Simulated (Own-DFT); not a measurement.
# What a defect does to the pressure of its cell: zincblende GaAs

The numbers are computed, not measured, by runs of the plane-wave DFT program Own-DFT (in-house, retired, unreviewed) at fixed positions, with no spin and no spin-orbit coupling.

All runs used: PBE; PseudoDojo norm-conserving scalar-relativistic files; cutoff 42 hartree; 3 x 3 x 3 k mesh centred on Gamma; Fermi-Dirac smearing of 0.1 eV.

Caveats (not all hold for every row): not probed for a lower state with spin; forces not confirmed at this smearing and k mesh; stress not checked against mesh or cutoff.

All runs share one cell, with vectors in Å (11.737, 0.000, 0.000); (0.000, 11.737, 0.000); (0.000, 0.000, 10.833) and a volume of 1492.4 Å³, strained against the parent crystal. Atoms were moved at random from their sites; u is the rms move along one axis. The defect's site can differ from row to row.

| cell | formula | u (Å) | P (GPa) |
|---|---|---|---|
| no defect | As32Ga32 | 0.0262 | 1.20 |
| no defect | As32Ga32 | 0.0488 | 1.52 |
| no defect | As32Ga32 | 0.0510 | 1.62 |
| one In on a Ga site | As32Ga31In | 0.0500 | 2.12 |
| one In on a Ga site | As32Ga31In | 0.0511 | 2.36 |
| one In on a Ga site | As32Ga31In | 0.0525 | 2.08 |
| one As vacancy and one Ga vacancy | As31Ga31 | 0.0280 | ? |
| one As vacancy and one Ga vacancy | As31Ga31 | 0.0304 | 1.01 |
| one As vacancy and one Ga vacancy | As31Ga31 | 0.0499 | 1.32 |
| one As vacancy and one Ga vacancy | As31Ga31 | 0.0512 | 1.35 |
| one P on an As site | As31Ga32P | 0.0299 | 1.00 |
| one P on an As site | As31Ga32P | 0.0299 | 1.05 |
| one P on an As site | As31Ga32P | 0.0334 | 1.08 |
| one Al on a Ga site | AlAs32Ga31 | 0.0306 | 1.22 |
| one Al on a Ga site | AlAs32Ga31 | 0.0312 | 1.21 |
| one Al on a Ga site | AlAs32Ga31 | 0.0487 | 1.43 |

## Fit

P = P0 + c u² + a shift for each defect gives P0 = 1.09 GPa, c = 188 ± 34 GPa/Å² and a scatter of 0.08 GPa. The shifts, and each times the cell's volume:

- one In on a Ga site: 0.60 ± 0.07 GPa, 5.6 eV
- one Al on a Ga site: -0.07 ± 0.07 GPa, -0.7 eV (not resolved)
- one P on an As site: -0.23 ± 0.07 GPa, -2.2 eV
- one As vacancy and one Ga vacancy: -0.24 ± 0.06 GPa, -2.3 eV

Against the defect-free cell, a freed cell would be larger where the shift is positive and smaller where it is negative (160.2 GPa Å³ is 1 eV). The atoms around the defects weren't relaxed, which would change these numbers.

## Check

The question: what pressure belongs in the blank (one As vacancy and one Ga vacancy, u = 0.0280 Å)?

Estimate: 1.00 ± 0.10 GPa. The run itself gave 0.90 GPa.
